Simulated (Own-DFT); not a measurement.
## Calculated data, Si3N4 (beta silicon nitride, strained, atoms displaced)

A calculation, not a measurement: plane-wave PBE density functional theory by an unreviewed code, no spin, of a simulated periodic cell, stress positive in tension, free energy of the whole cell less one offset for each atom, forces on such cells passed a denser k mesh, this cell's mesh not checked; offsets are fitted by least squares, one for each functional and potential file, so energies compare only between cells with the same atoms and settings and are not formation energies; the far tail of each file's local potential was reset to the Coulomb form; each entry is a single point on an unrelaxed cell, so the pressure reflects the starting lattice, mostly measured values (interpolated for alloys), from which strain is counted, and rises with the displacements; printed positions are rounded, which can move forces by about a meV/angstrom; the program, named Own-DFT, is a retired in-house code; no spin-orbit coupling; before rounding, a Quantum ESPRESSO 7.3.1 run of the same cell and cutoff gave forces within 1 meV/angstrom rms on each cell, which checks the program and not the settings. Program: Own-DFT development build.

Settings shared by all entries: functional PBE; potential files PseudoDojo norm-conserving, scalar-relativistic, standard set; wave cutoff 42 hartree; occupations Fermi-Dirac; smearing width 0.1 eV; k mesh 3 x 3 x 3 centred on Gamma.

```json
{"entry": 1, "formula": "Si3N4", "kind": "beta silicon nitride, strained, atoms displaced", "structure": {"cell_angstrom": [[7.6864, -0.1492, -0.0089], [-3.9724, 6.5474, -0.0085], [-0.0102, -0.0172, 8.6571]], "atoms_fractional": [["Si", 0.16995, 0.76137, 0.07873], ["Si", 0.23617, 0.40379, 0.08489], ["Si", 0.59482, 0.82714, 0.08695], ["Si", 0.81625, 0.23341, 0.24859], ["Si", 0.77747, 0.59557, 0.2525], ["Si", 0.4156, 0.18883, 0.23665], ["N", 0.32969, 0.03347, 0.08941], ["N", 0.95705, 0.29305, 0.08461], ["N", 0.69291, 0.67007, 0.08501], ["N", 0.66032, 0.97021, 0.25083], ["N", 0.03277, 0.6908, 0.25323], ["N", 0.30731, 0.33767, 0.25144], ["N", 0.34291, 0.67961, 0.09344], ["N", 0.66707, 0.33072, 0.24988], ["Si", 0.17361, 0.7706, 0.41956], ["Si", 0.24108, 0.40488, 0.41965], ["Si", 0.60344, 0.82898, 0.41893], ["Si", 0.8264, 0.23518, 0.58814], ["Si", 0.756, 0.59776, 0.59011], ["Si", 0.38225, 0.15743, 0.5869], ["N", 0.33096, 0.03108, 0.41788], ["N", 0.97533, 0.31392, 0.41652], ["N", 0.69233, 0.67422, 0.41785], ["N", 0.66686, 0.98007, 0.58234], ["N", 0.04173, 0.70721, 0.58471], ["N", 0.31514, 0.34321, 0.57757], ["N", 0.33095, 0.66173, 0.41606], ["N", 0.67802, 0.34462, 0.57685], ["Si", 0.16727, 0.76663, 0.75339], ["Si", 0.21371, 0.39272, 0.73928], ["Si", 0.59593, 0.82697, 0.75467], ["Si", 0.82403, 0.22908, 0.9218], ["Si", 0.76312, 0.6005, 0.92184], ["Si", 0.41148, 0.18159, 0.91686], ["N", 0.31372, 0.02946, 0.74985], ["N", 0.96236, 0.29905, 0.74031], ["N", 0.7078, 0.6771, 0.76213], ["N", 0.66831, 0.97764, 0.92334], ["N", 0.03644, 0.69896, 0.9088], ["N", 0.28803, 0.318, 0.90878], ["N", 0.34381, 0.68505, 0.75107], ["N", 0.6962, 0.34597, 0.92488]]}, "results": {"free_energy_of_cell_above_offsets [eV]": "-2.304", "pressure [GPa]": 12.1, "stress_xx [GPa]": -6.23, "stress_yy [GPa]": -14.27, "stress_zz [GPa]": -15.81, "stress_yz [GPa]": -1.93, "stress_xz [GPa]": -2.21, "stress_xy [GPa]": -4.78, "force_element": ["Si", "Si", "Si", "Si", "Si", "Si", "N", "N", "N", "N", "N", "N", "N", "N", "Si", "Si", "Si", "Si", "Si", "Si", "N", "N", "N", "N", "N", "N", "N", "N", "Si", "Si", "Si", "Si", "Si", "Si", "N", "N", "N", "N", "N", "N", "N", "N"], "force_x [eV/angstrom]": [1.447, -2.082, 0.569, 2.346, -1.902, -1.76, -0.275, 3.694, 1.234, 0.848, -0.706, 0.872, -2.138, -0.245, 2.904, -3.19, -3.671, -2.554, 2.814, 2.575, -0.483, -0.088, 3.082, 0.793, -3.468, 0.403, 0.294, -2.264, 3.462, 1.936, 0.42, 1.257, 3.132, 0.652, 0.64, 1.677, -1.954, 0.313, -2.859, -0.168, -1.907, -5.651], "force_y [eV/angstrom]": [0.583, 0.915, 1.137, 0.033, 0.165, -1.555, -1.224, 1.912, -0.21, 0.419, 0.376, -0.923, -3.528, 2.463, -1.085, 1.372, 0.469, 1.372, -0.253, 3.47, 0.953, -1.244, -1.157, -2.477, -1.244, -1.491, 1.671, -1.712, 0.322, 3.177, 1.654, 1.436, -0.822, -0.406, 0.829, 0.497, 1.191, -2.432, -1.048, 0.755, -4.069, -0.289], "force_z [eV/angstrom]": [1.36, -0.544, 0.143, 2.037, 0.517, 4.949, -3.587, 0.584, 0.902, 0.582, -1.614, -1.019, -1.151, -0.156, -0.282, -2.107, -0.395, -5.263, -1.242, -2.176, -1.932, -0.073, 0.023, 1.258, 0.216, 2.542, 0.393, 1.039, -2.871, 1.149, -0.604, -1.915, 0.659, -0.097, 2.21, 5.032, -2.119, -1.128, 4.122, 0.951, 0.172, -0.563]}}
{"entry": 2, "formula": "Si3N4", "kind": "beta silicon nitride, strained, atoms displaced", "structure": {"cell_angstrom": [[7.7158, 0.1301, 0.1443], [-3.7453, 6.4613, 0.0058], [0.1656, 0.1033, 8.7048]], "atoms_fractional": [["Si", 0.1572, 0.76699, 0.07725], ["Si", 0.24127, 0.40211, 0.07724], ["Si", 0.59076, 0.81953, 0.09237], ["Si", 0.83217, 0.22618, 0.25886], ["Si", 0.77787, 0.6063, 0.2489], ["Si", 0.40787, 0.18324, 0.24926], ["N", 0.32379, 0.03116, 0.09247], ["N", 0.96905, 0.30028, 0.08227], ["N", 0.70603, 0.66841, 0.08589], ["N", 0.66655, 0.96733, 0.24779], ["N", 0.02601, 0.69791, 0.24242], ["N", 0.30054, 0.324, 0.24804], ["N", 0.32982, 0.65481, 0.09627], ["N", 0.67216, 0.3372, 0.24947], ["Si", 0.16955, 0.77824, 0.41999], ["Si", 0.23881, 0.40771, 0.41733], ["Si", 0.59064, 0.8278, 0.41642], ["Si", 0.8292, 0.232, 0.5811], ["Si", 0.77973, 0.59828, 0.58192], ["Si", 0.40255, 0.1687, 0.57725], ["N", 0.32239, 0.03412, 0.41718], ["N", 0.96541, 0.30212, 0.4156], ["N", 0.6962, 0.68126, 0.4191], ["N", 0.67287, 0.97465, 0.59014], ["N", 0.02726, 0.6841, 0.57969], ["N", 0.29554, 0.3296, 0.57516], ["N", 0.33918, 0.66976, 0.41665], ["N", 0.65944, 0.3214, 0.58532], ["Si", 0.17932, 0.76486, 0.74493], ["Si", 0.22999, 0.41089, 0.74805], ["Si", 0.62101, 0.84088, 0.75253], ["Si", 0.82102, 0.22104, 0.92065], ["Si", 0.76814, 0.58842, 0.92041], ["Si", 0.40142, 0.16743, 0.91458], ["N", 0.34482, 0.04283, 0.74655], ["N", 0.96686, 0.29586, 0.74811], ["N", 0.70231, 0.67275, 0.75406], ["N", 0.66014, 0.96498, 0.91494], ["N", 0.0366, 0.70262, 0.91603], ["N", 0.29355, 0.32782, 0.91561], ["N", 0.33353, 0.67182, 0.75223], ["N", 0.6658, 0.33084, 0.91385]]}, "results": {"free_energy_of_cell_above_offsets [eV]": "-3.807", "pressure [GPa]": 7.22, "stress_xx [GPa]": -0.82, "stress_yy [GPa]": -9.37, "stress_zz [GPa]": -11.48, "stress_yz [GPa]": 2.42, "stress_xz [GPa]": 4.58, "stress_xy [GPa]": 6.56, "force_element": ["Si", "Si", "Si", "Si", "Si", "Si", "N", "N", "N", "N", "N", "N", "N", "N", "Si", "Si", "Si", "Si", "Si", "Si", "N", "N", "N", "N", "N", "N", "N", "N", "Si", "Si", "Si", "Si", "Si", "Si", "N", "N", "N", "N", "N", "N", "N", "N"], "force_x [eV/angstrom]": [4.549, -3.473, -1.418, -1.95, -0.583, 3.401, 0.268, 1.058, -1.272, 0.105, 0.047, -2.354, -0.739, -0.506, 2.439, -2.137, -1.279, -1.033, -2.862, 0.493, 0.288, 2.953, 3.759, 0.003, 0.007, 1.081, -2.256, 0.019, -0.864, -0.178, -3.413, 0.151, 0.652, 0.815, -1.1, 0.658, 2.344, 0.33, -2.241, 1.906, 2.631, -0.301], "force_y [eV/angstrom]": [0.681, -0.048, -1.019, 1.227, -2.088, -0.743, -0.653, -0.38, 1.005, 0.852, 0.713, 1.618, 2.646, -0.613, -1.765, 0.388, 0.675, 0.356, -1.962, 2.729, -0.654, 0.905, -1.738, -0.525, 0.972, -0.665, 0.623, 2.43, 1.489, -0.692, -2.422, 1.771, 0.593, 1.55, -3.621, 0.233, -1.105, 0.111, -0.735, -1.147, 0.012, -1.002], "force_z [eV/angstrom]": [1.23, 2.791, -2.068, -2.99, 1.482, -0.082, -2.327, 0.067, -0.386, 1.053, 3.452, 0.0, -0.889, 0.451, -3.507, -2.006, 1.714, 1.817, 0.107, 0.823, -0.619, 0.047, 0.197, -2.716, 1.882, 2.359, 0.211, -0.618, 0.491, -0.17, -0.259, 0.111, -1.007, 0.952, 0.243, 0.024, -0.244, 2.736, -1.637, -2.866, -0.184, 0.339]}}
{"entry": 3, "formula": "Si3N4", "kind": "beta silicon nitride, strained, atoms displaced", "structure": {"cell_angstrom": [[7.6339, 0.01, 0.0441], [-3.8083, 6.5943, 0.0487], [0.0506, 0.0937, 8.699]], "atoms_fractional": [["Si", 0.16302, 0.7679, 0.09184], ["Si", 0.23156, 0.41056, 0.09624], ["Si", 0.59843, 0.82435, 0.08551], ["Si", 0.82163, 0.23279, 0.23884], ["Si", 0.77848, 0.59719, 0.26137], ["Si", 0.40824, 0.17983, 0.25229], ["N", 0.32498, 0.02508, 0.07965], ["N", 0.96477, 0.3033, 0.08458], ["N", 0.70617, 0.67647, 0.09673], ["N", 0.66926, 0.96104, 0.24597], ["N", 0.03199, 0.70192, 0.25803], ["N", 0.29819, 0.32438, 0.2496], ["N", 0.33803, 0.66297, 0.0791], ["N", 0.66032, 0.32469, 0.25258], ["Si", 0.17049, 0.76868, 0.42569], ["Si", 0.23445, 0.40664, 0.40927], ["Si", 0.61236, 0.84334, 0.41325], ["Si", 0.82924, 0.23142, 0.58894], ["Si", 0.77584, 0.59823, 0.57377], ["Si", 0.40971, 0.17438, 0.58357], ["N", 0.33715, 0.03189, 0.42186], ["N", 0.98397, 0.30784, 0.41244], ["N", 0.69928, 0.65882, 0.42184], ["N", 0.66427, 0.96226, 0.57451], ["N", 0.03426, 0.70231, 0.59456], ["N", 0.32534, 0.34218, 0.58305], ["N", 0.34072, 0.66393, 0.42289], ["N", 0.65562, 0.33722, 0.5832], ["Si", 0.17053, 0.75824, 0.75608], ["Si", 0.21699, 0.40231, 0.75423], ["Si", 0.5804, 0.81734, 0.75149], ["Si", 0.82534, 0.2364, 0.91384], ["Si", 0.77391, 0.59027, 0.91646], ["Si", 0.39738, 0.17858, 0.91148], ["N", 0.33174, 0.03829, 0.75149], ["N", 0.96868, 0.30137, 0.74021], ["N", 0.69932, 0.66099, 0.74092], ["N", 0.66947, 0.97087, 0.92023], ["N", 0.02604, 0.67788, 0.91748], ["N", 0.30354, 0.33606, 0.91577], ["N", 0.31452, 0.66041, 0.74528], ["N", 0.67157, 0.33462, 0.91548]]}, "results": {"free_energy_of_cell_above_offsets [eV]": "-3.119", "pressure [GPa]": 7.82, "stress_xx [GPa]": -8.0, "stress_yy [GPa]": -4.97, "stress_zz [GPa]": -10.48, "stress_yz [GPa]": 2.22, "stress_xz [GPa]": 0.91, "stress_xy [GPa]": -0.06, "force_element": ["Si", "Si", "Si", "Si", "Si", "Si", "N", "N", "N", "N", "N", "N", "N", "N", "Si", "Si", "Si", "Si", "Si", "Si", "N", "N", "N", "N", "N", "N", "N", "N", "Si", "Si", "Si", "Si", "Si", "Si", "N", "N", "N", "N", "N", "N", "N", "N"], "force_x [eV/angstrom]": [3.074, 0.052, -0.856, 0.133, -1.74, 0.046, -0.336, 2.056, 1.957, 0.143, 0.083, 0.061, -1.959, 0.847, 3.391, 1.791, -1.226, -2.784, 0.268, -1.16, -0.59, -3.495, -2.08, 0.342, -1.163, -3.96, -0.93, 5.398, -1.721, 4.335, 1.392, 0.375, -2.602, 2.106, 0.04, -0.322, -1.415, 0.218, 0.015, -2.019, 4.176, -1.939], "force_y [eV/angstrom]": [-0.074, -0.787, -0.898, -1.347, -1.607, -2.622, 1.228, 0.829, -1.286, 3.486, -0.175, 0.011, 1.412, 2.231, 0.301, 0.995, -5.324, -0.419, -1.624, 0.16, -1.026, -1.94, 2.691, 2.893, -0.526, 0.441, 1.728, -0.281, 3.574, 0.369, -0.485, -1.014, 0.712, -0.353, -3.081, -0.552, 1.692, -0.121, 1.104, 0.638, -0.067, -0.883], "force_z [eV/angstrom]": [-2.5, -3.461, -0.641, 4.093, -1.877, -0.675, 1.058, -2.52, -1.975, -0.454, 0.959, -0.077, 0.674, -0.201, -0.186, 3.57, 0.197, -4.694, 4.408, 0.076, -1.128, -0.133, -2.646, 3.701, -1.706, 0.07, -0.865, -0.07, -0.137, -2.296, -0.566, 0.394, -0.062, 1.003, 0.203, 3.275, 2.637, -1.674, 2.068, 1.313, 0.604, 0.244]}}
{"entry": 4, "formula": "Si3N4", "kind": "beta silicon nitride, strained, atoms displaced", "structure": {"cell_angstrom": [[7.6855, 0.0987, 0.0953], [-3.7573, 6.5752, 0.0362], [0.1094, 0.1112, 8.775]], "atoms_fractional": [["Si", 0.16862, 0.77842, 0.07536], ["Si", 0.22535, 0.41565, 0.0868], ["Si", 0.60051, 0.82014, 0.07862], ["Si", 0.83069, 0.23129, 0.2545], ["Si", 0.77133, 0.59093, 0.23161], ["Si", 0.41223, 0.17845, 0.2405], ["N", 0.32756, 0.02742, 0.09132], ["N", 0.96533, 0.30479, 0.07986], ["N", 0.68952, 0.67086, 0.08639], ["N", 0.66677, 0.96455, 0.25064], ["N", 0.04511, 0.70625, 0.24806], ["N", 0.31217, 0.337, 0.25228], ["N", 0.33029, 0.66224, 0.09499], ["N", 0.67823, 0.34677, 0.25059], ["Si", 0.17715, 0.77306, 0.41431], ["Si", 0.23776, 0.40927, 0.42439], ["Si", 0.59952, 0.83376, 0.40731], ["Si", 0.82936, 0.22801, 0.57967], ["Si", 0.76337, 0.59732, 0.58078], ["Si", 0.3956, 0.16674, 0.59069], ["N", 0.33819, 0.03841, 0.40911], ["N", 0.97363, 0.30282, 0.41446], ["N", 0.68382, 0.65894, 0.41751], ["N", 0.67216, 0.9772, 0.57703], ["N", 0.02707, 0.70104, 0.58215], ["N", 0.30834, 0.34174, 0.58218], ["N", 0.33364, 0.65633, 0.4026], ["N", 0.65967, 0.32739, 0.58938], ["Si", 0.1672, 0.77774, 0.75098], ["Si", 0.20945, 0.38971, 0.7517], ["Si", 0.58241, 0.8214, 0.76052], ["Si", 0.82685, 0.23297, 0.91945], ["Si", 0.76647, 0.60112, 0.91774], ["Si", 0.41114, 0.16834, 0.91028], ["N", 0.33457, 0.03575, 0.75889], ["N", 0.97164, 0.2999, 0.74732], ["N", 0.68967, 0.67264, 0.75008], ["N", 0.66231, 0.95465, 0.91859], ["N", 0.01422, 0.6823, 0.9125], ["N", 0.30541, 0.32758, 0.913], ["N", 0.32613, 0.6587, 0.75668], ["N", 0.65688, 0.33271, 0.91415]]}, "results": {"free_energy_of_cell_above_offsets [eV]": "-2.586", "pressure [GPa]": 2.59, "stress_xx [GPa]": 0.61, "stress_yy [GPa]": -4.97, "stress_zz [GPa]": -3.41, "stress_yz [GPa]": 3.95, "stress_xz [GPa]": 1.48, "stress_xy [GPa]": 3.52, "force_element": ["Si", "Si", "Si", "Si", "Si", "Si", "N", "N", "N", "N", "N", "N", "N", "N", "Si", "Si", "Si", "Si", "Si", "Si", "N", "N", "N", "N", "N", "N", "N", "N", "Si", "Si", "Si", "Si", "Si", "Si", "N", "N", "N", "N", "N", "N", "N", "N"], "force_x [eV/angstrom]": [2.487, 2.802, -5.807, -0.988, 0.625, 0.175, 0.359, 0.709, 4.351, 0.474, -3.527, -1.661, -0.694, 0.354, 1.444, 0.013, -0.851, -2.128, -0.203, 1.644, -0.176, 0.73, 1.593, -0.225, 0.067, 0.02, -1.389, 0.634, 1.904, 4.833, -0.809, -1.38, -1.779, -1.69, -0.638, -3.285, 2.184, -0.002, 1.0, -1.95, -1.831, 2.609], "force_y [eV/angstrom]": [-2.014, -2.691, 1.162, -0.08, 2.444, 1.601, 0.721, -0.398, -2.306, 3.054, -1.168, -0.026, 3.361, -3.926, -0.143, -0.937, -3.456, 0.927, -1.35, 2.484, -1.263, 0.007, 0.525, -2.368, 0.823, -1.815, 3.981, 0.677, -2.321, 2.873, -0.519, -0.538, -1.956, 2.66, -3.547, -2.044, -0.598, 4.235, 2.073, 0.159, 1.231, 0.466], "force_z [eV/angstrom]": [1.34, -0.387, 3.265, -0.556, 5.451, 2.271, -3.698, 0.483, -1.748, -3.8, -0.536, -1.06, -1.687, -0.679, -0.494, -3.011, 4.227, 0.658, 0.104, -3.417, 2.316, 0.031, -1.682, 1.223, 0.631, 2.175, 1.406, -0.135, -1.268, 0.455, -3.981, -0.93, -1.729, 4.181, -2.392, 0.269, 0.61, -0.316, 1.358, 0.74, -0.236, 0.549]}}
{"entry": 5, "formula": "Si3N4", "kind": "beta silicon nitride, strained, atoms displaced", "structure": {"cell_angstrom": [[7.4652, -0.0559, -0.1063], [-3.781, 6.5224, -0.0561], [-0.122, -0.1448, 8.7683]], "atoms_fractional": [["Si", 0.17255, 0.76056, 0.08993], ["Si", 0.23058, 0.40356, 0.07438], ["Si", 0.59368, 0.82452, 0.09454], ["Si", 0.82105, 0.21896, 0.25585], ["Si", 0.78285, 0.59816, 0.25049], ["Si", 0.38772, 0.16162, 0.25108], ["N", 0.32765, 0.02412, 0.0821], ["N", 0.97445, 0.31104, 0.08278], ["N", 0.70119, 0.66842, 0.08496], ["N", 0.66706, 0.95263, 0.25661], ["N", 0.02984, 0.69635, 0.24736], ["N", 0.30482, 0.34659, 0.26298], ["N", 0.32982, 0.65651, 0.08266], ["N", 0.67975, 0.32584, 0.24779], ["Si", 0.16905, 0.78092, 0.41926], ["Si", 0.23154, 0.41011, 0.41602], ["Si", 0.58559, 0.81892, 0.41755], ["Si", 0.83225, 0.23673, 0.57824], ["Si", 0.77067, 0.59797, 0.5884], ["Si", 0.39629, 0.17066, 0.57755], ["N", 0.32065, 0.02214, 0.41552], ["N", 0.95888, 0.29821, 0.41965], ["N", 0.70205, 0.66874, 0.41835], ["N", 0.67445, 0.99231, 0.5811], ["N", 0.04049, 0.70147, 0.58892], ["N", 0.3023, 0.3354, 0.58236], ["N", 0.32614, 0.66334, 0.41181], ["N", 0.65152, 0.32932, 0.58983], ["Si", 0.17107, 0.76264, 0.75533], ["Si", 0.2301, 0.39776, 0.75254], ["Si", 0.60508, 0.83278, 0.75406], ["Si", 0.8308, 0.23993, 0.91341], ["Si", 0.75794, 0.59332, 0.91992], ["Si", 0.40923, 0.17154, 0.9085], ["N", 0.34462, 0.04275, 0.75111], ["N", 0.95821, 0.29463, 0.74549], ["N", 0.6917, 0.66167, 0.74926], ["N", 0.66258, 0.96335, 0.90607], ["N", 0.01519, 0.69402, 0.91476], ["N", 0.31475, 0.34478, 0.92069], ["N", 0.34185, 0.65995, 0.74616], ["N", 0.6689, 0.33344, 0.91249]]}, "results": {"free_energy_of_cell_above_offsets [eV]": "-1.586", "pressure [GPa]": 16.01, "stress_xx [GPa]": -16.58, "stress_yy [GPa]": -18.11, "stress_zz [GPa]": -13.32, "stress_yz [GPa]": -8.8, "stress_xz [GPa]": -2.5, "stress_xy [GPa]": -3.63, "force_element": ["Si", "Si", "Si", "Si", "Si", "Si", "N", "N", "N", "N", "N", "N", "N", "N", "Si", "Si", "Si", "Si", "Si", "Si", "N", "N", "N", "N", "N", "N", "N", "N", "Si", "Si", "Si", "Si", "Si", "Si", "N", "N", "N", "N", "N", "N", "N", "N"], "force_x [eV/angstrom]": [-0.18, 0.633, 0.166, 1.328, -4.227, 1.562, -0.392, -0.843, -0.378, 0.033, 2.31, 2.402, -0.465, -5.323, 1.667, -1.657, 1.037, -3.652, -0.223, 0.345, -0.062, 3.088, 0.627, 0.015, -2.12, -0.742, -1.518, 3.095, 2.288, -0.505, -0.784, -0.586, -0.103, -0.333, -1.352, 3.127, 0.304, 0.395, 3.114, 1.166, -2.567, -0.691], "force_y [eV/angstrom]": [-0.297, -0.209, -1.299, 0.008, -3.079, 3.342, 0.464, -1.917, 0.374, 2.972, 1.66, -2.919, 2.39, 0.807, -5.604, -0.27, 0.587, 1.738, -1.709, 0.833, 3.59, 1.364, 0.323, -6.851, -0.475, -0.888, 1.66, 1.943, 0.938, 1.049, -2.016, -1.771, -0.99, 1.565, -4.475, 1.608, 0.967, 3.835, 1.408, -2.098, 0.901, 0.542], "force_z [eV/angstrom]": [-2.567, 3.7, -4.742, -2.19, 0.398, -0.271, -0.534, 0.912, 0.909, 0.28, 0.921, -4.508, 0.017, 0.105, 0.571, 2.547, 2.109, 0.623, -0.762, 2.164, -0.858, -0.657, -0.318, 0.159, -2.046, 0.201, 0.451, -1.051, 1.325, -1.177, -5.498, -0.057, -1.15, 4.139, -3.222, 2.283, 0.218, 7.18, 0.603, -1.368, 0.421, 0.738]}}
{"entry": 6, "formula": "Si3N4", "kind": "beta silicon nitride, strained, atoms displaced", "structure": {"cell_angstrom": [[7.5086, -0.08, 0.1176], [-3.8236, 6.5084, 0.0147], [0.1349, 0.0974, 8.8892]], "atoms_fractional": [["Si", 0.18103, 0.7837, 0.07742], ["Si", 0.22794, 0.3997, 0.08431], ["Si", 0.59559, 0.82475, 0.07923], ["Si", 0.83031, 0.23843, 0.25829], ["Si", 0.76125, 0.58862, 0.24947], ["Si", 0.40672, 0.1694, 0.25582], ["N", 0.33565, 0.04601, 0.07567], ["N", 0.97857, 0.30689, 0.08231], ["N", 0.69787, 0.67461, 0.07797], ["N", 0.66539, 0.96373, 0.25048], ["N", 0.03415, 0.70082, 0.24633], ["N", 0.29505, 0.32899, 0.24622], ["N", 0.31473, 0.65524, 0.0805], ["N", 0.67005, 0.33709, 0.25253], ["Si", 0.16768, 0.77036, 0.41878], ["Si", 0.23385, 0.4129, 0.41671], ["Si", 0.58913, 0.81744, 0.41882], ["Si", 0.8313, 0.24161, 0.56877], ["Si", 0.76144, 0.59363, 0.5771], ["Si", 0.41087, 0.18472, 0.58837], ["N", 0.33022, 0.03307, 0.41996], ["N", 0.97074, 0.3002, 0.42006], ["N", 0.6867, 0.66511, 0.41497], ["N", 0.68506, 0.98531, 0.58258], ["N", 0.02705, 0.69711, 0.57051], ["N", 0.29766, 0.3274, 0.57573], ["N", 0.32674, 0.66207, 0.42298], ["N", 0.6659, 0.33737, 0.58566], ["Si", 0.17571, 0.7672, 0.75661], ["Si", 0.2323, 0.39275, 0.74885], ["Si", 0.59804, 0.83322, 0.75917], ["Si", 0.82443, 0.24143, 0.91023], ["Si", 0.77225, 0.58854, 0.91076], ["Si", 0.39189, 0.17, 0.91804], ["N", 0.34327, 0.02816, 0.75376], ["N", 0.96712, 0.2957, 0.75276], ["N", 0.70024, 0.66852, 0.75577], ["N", 0.65043, 0.95871, 0.90999], ["N", 0.01871, 0.67774, 0.92675], ["N", 0.30017, 0.32617, 0.91143], ["N", 0.32508, 0.67529, 0.75538], ["N", 0.67286, 0.3347, 0.91768]]}, "results": {"free_energy_of_cell_above_offsets [eV]": "-1.960", "pressure [GPa]": 11.79, "stress_xx [GPa]": -17.85, "stress_yy [GPa]": -16.61, "stress_zz [GPa]": -0.91, "stress_yz [GPa]": 4.91, "stress_xz [GPa]": 5.7, "stress_xy [GPa]": -1.18, "force_element": ["Si", "Si", "Si", "Si", "Si", "Si", "N", "N", "N", "N", "N", "N", "N", "N", "Si", "Si", "Si", "Si", "Si", "Si", "N", "N", "N", "N", "N", "N", "N", "N", "Si", "Si", "Si", "Si", "Si", "Si", "N", "N", "N", "N", "N", "N", "N", "N"], "force_x [eV/angstrom]": [0.011, 1.279, -2.167, 0.818, -0.109, -1.495, 0.05, -4.016, 2.219, -0.061, -0.873, 1.171, 2.411, 0.06, 1.984, 1.238, -1.119, -1.629, -0.054, -0.226, 0.185, 1.3, 2.109, -0.373, -1.652, -0.486, -0.766, 1.276, -3.148, -2.154, -0.366, 2.297, -3.5, 3.259, -1.619, 0.769, -0.299, 0.759, 2.831, -1.354, 5.154, -3.716], "force_y [eV/angstrom]": [-2.74, 1.042, -0.125, -1.305, 3.028, 1.016, -2.303, -2.848, -1.717, 1.059, 0.488, -0.606, 2.906, -1.53, 0.187, -1.809, 3.163, -0.581, 1.557, -3.204, 0.281, 1.107, -1.35, -3.972, -0.514, 0.408, 1.979, 0.296, -0.354, 2.621, -1.908, -2.335, 0.701, 1.788, 1.204, 0.459, 0.272, 4.347, 3.033, 0.857, -3.492, -1.106], "force_z [eV/angstrom]": [1.106, -0.91, 0.848, -2.812, -1.344, -1.631, 4.124, -0.132, 0.732, -0.156, 1.142, 1.355, 0.295, 0.192, -3.6, -1.316, 0.511, 6.735, 1.439, -0.877, 0.74, -4.145, 0.186, -0.159, 5.135, 1.336, -0.029, -0.428, -1.293, -0.193, -4.802, 2.668, 1.689, -3.034, -0.447, -3.121, -2.043, 4.255, -1.639, 0.551, -0.756, -0.174]}}
```
